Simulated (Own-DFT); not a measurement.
# Strain and stress in C40 NbSi2, 36 atoms (Nb12Si24)

Source: density functional calculations with Own-DFT, an unreviewed in-house program that is no longer used. Nothing was measured or relaxed, and spin and spin-orbit coupling are left out.

Settings: PBE; PseudoDojo norm-conserving scalar-relativistic files; cutoff 42 hartree; 4 x 4 x 5 k mesh centred on Gamma; cold (Marzari-Vanderbilt) smearing of 0.2 eV.

Caveats: forces on such cells failed a check on a denser k mesh; stress not checked against mesh or cutoff.

Unstrained cell vectors in Å: (0.000, 8.324, 0.000); (-9.613, 0.000, 0.000); (0.000, 0.000, 6.586). The unstrained cell was taken from the Materials Project. The random moves and any unrelaxed bonds add to the pressure at no strain. The cell is deformed uniformly in each run, and the atoms keep their fractional places. All atoms carry random offsets, Gaussian with a width of 0.05 Å per axis. Strain is the symmetric tensor, in per cent. Stress is positive in tension, and the pressure is minus a third of its trace.

| run | e_xx (%) | e_yy (%) | e_zz (%) | e_yz (%) | e_xz (%) | e_xy (%) | s_xx (GPa) | s_yy (GPa) | s_zz (GPa) | s_yz (GPa) | s_xz (GPa) | s_xy (GPa) | P (GPa) | E (meV/atom) |
|---|---|---|---|---|---|---|---|---|---|---|---|---|---|---|
| 1 | 0.05 | 1.26 | 0.60 | 1.11 | -1.13 | -1.68 | -1.84 | 1.98 | 0.02 | 3.56 | -2.85 | -4.38 | -0.05 | 19.8 |
| 2 | 0.85 | -1.79 | -0.84 | -0.95 | -1.92 | 1.45 | -1.84 | -9.27 | -9.10 | -3.42 | -6.19 | 3.94 | 6.74 | 33.3 |
| 3 | -0.76 | -1.52 | -0.78 | -1.17 | -1.75 | -1.98 | -7.73 | -9.78 | -10.39 | -4.62 | -5.58 | -6.43 | 9.30 | 41.0 |
| 4 | -0.19 | 0.11 | 1.66 | -0.73 | -0.58 | 0.42 | -1.61 | -0.69 | 3.63 | -2.60 | -1.22 | 1.37 | -0.44 | 0.0 |
| 5 | 1.70 | -1.36 | -0.68 | -1.17 | 1.01 | 0.59 | 2.15 | -6.69 | -6.51 | -4.08 | 2.69 | 1.75 | 3.69 | 9.2 |
| 6 | -1.51 | -0.05 | -0.35 | -1.81 | 1.75 | -1.61 | -8.73 | -4.10 | -7.41 | -5.69 | 5.78 | -4.42 | 6.75 | 31.1 |
| 7 | -1.66 | 1.46 | 0.35 | -0.88 | 1.49 | 1.81 | -7.64 | 1.94 | -4.01 | -3.05 | 4.95 | 6.10 | 3.24 | 36.2 |
| 8 | -0.44 | 1.98 | 1.73 | -0.24 | 0.74 | -1.50 | -1.26 | 5.35 | 4.67 | -0.75 | 1.92 | -4.29 | -2.92 | 10.7 |
| 9 | -0.95 | -0.19 | 1.56 | 0.97 | -0.21 | 1.88 | -5.25 | -2.23 | 2.74 | 2.95 | -0.51 | 5.78 | 1.58 | 5.8 |
| 10 | -0.71 | 1.95 | -0.57 | -0.69 | -0.63 | -1.68 | -4.54 | 3.15 | -5.30 | -3.20 | -2.18 | -5.31 | 2.23 | 20.4 |
| 11 | -0.52 | 1.50 | 0.50 | -0.03 | -1.45 | -1.32 | -3.20 | 2.83 | -0.93 | 0.34 | -4.63 | -3.59 | 0.44 | 14.9 |
| 12 | 0.91 | -1.35 | 0.82 | -0.93 | -0.51 | 1.30 | 0.49 | -5.90 | -0.85 | -2.25 | -1.49 | 3.69 | 2.08 | 13.1 |
| 13 | 0.10 | 1.36 | 0.10 | 1.63 | 1.80 | 0.47 | -1.24 | 2.23 | -2.73 | 4.59 | 4.87 | 1.25 | 0.58 | 20.1 |
| 14 | -1.31 | 1.55 | -1.21 | 1.09 | -1.01 | 0.39 | -7.36 | 2.04 | -10.16 | 2.75 | -3.31 | 1.13 | 5.16 | 19.5 |
| 15 | 0.25 | -1.22 | -0.47 | 1.99 | -0.15 | 0.06 | ? | ? | ? | ? | ? | ? | ? | ? |

E is the free energy per atom, counted from the lowest run shown.

## Fit

Each stress component was fitted by least squares to a constant and the strains of the runs shown, as fractions, with shears doubled. Shear strains stay in the fit of a normal stress only where such slopes are resolved. The slopes, in GPa:

```
stress  at no strain  per e_xx  per e_yy  per e_zz  scatter
  s_xx          -2.8  376 ± 10    75 ± 7    90 ± 9     0.30
  s_yy          -2.6   60 ± 15  356 ± 11   83 ± 13     0.44
  s_zz          -4.2  113 ± 18   89 ± 13  474 ± 15     0.53
```

The slope of each shear stress on twice its own strain, from a fit on all six strains: yz 155 ± 9, xz 151 ± 5, xy 150 ± 4 GPa. These are stiffnesses along x, y and z of the frame in which the cell vectors are given, which need not be the crystal's axes. No internal relaxation is included, and where it is allowed it would reduce some of the slopes. Slopes across the diagonal should nearly agree, so their difference gauges the noise. A ninth of the table's sum, 191 ± 6 GPa, estimates the bulk modulus near the mean pressure of these runs, 2.7 GPa, so it lies above the value at zero pressure.

## Check

Asked: what normal stresses and pressure should run 15 give?

Estimate: s_xx = -3.2, s_yy = -7.2, s_zz = -7.3 and P = 5.9 GPa. The hidden result is -2.00, -7.33, -6.92 and P = 5.42 GPa. The miss is larger than the scatter suggests: chance, or a term that the fit lacks.
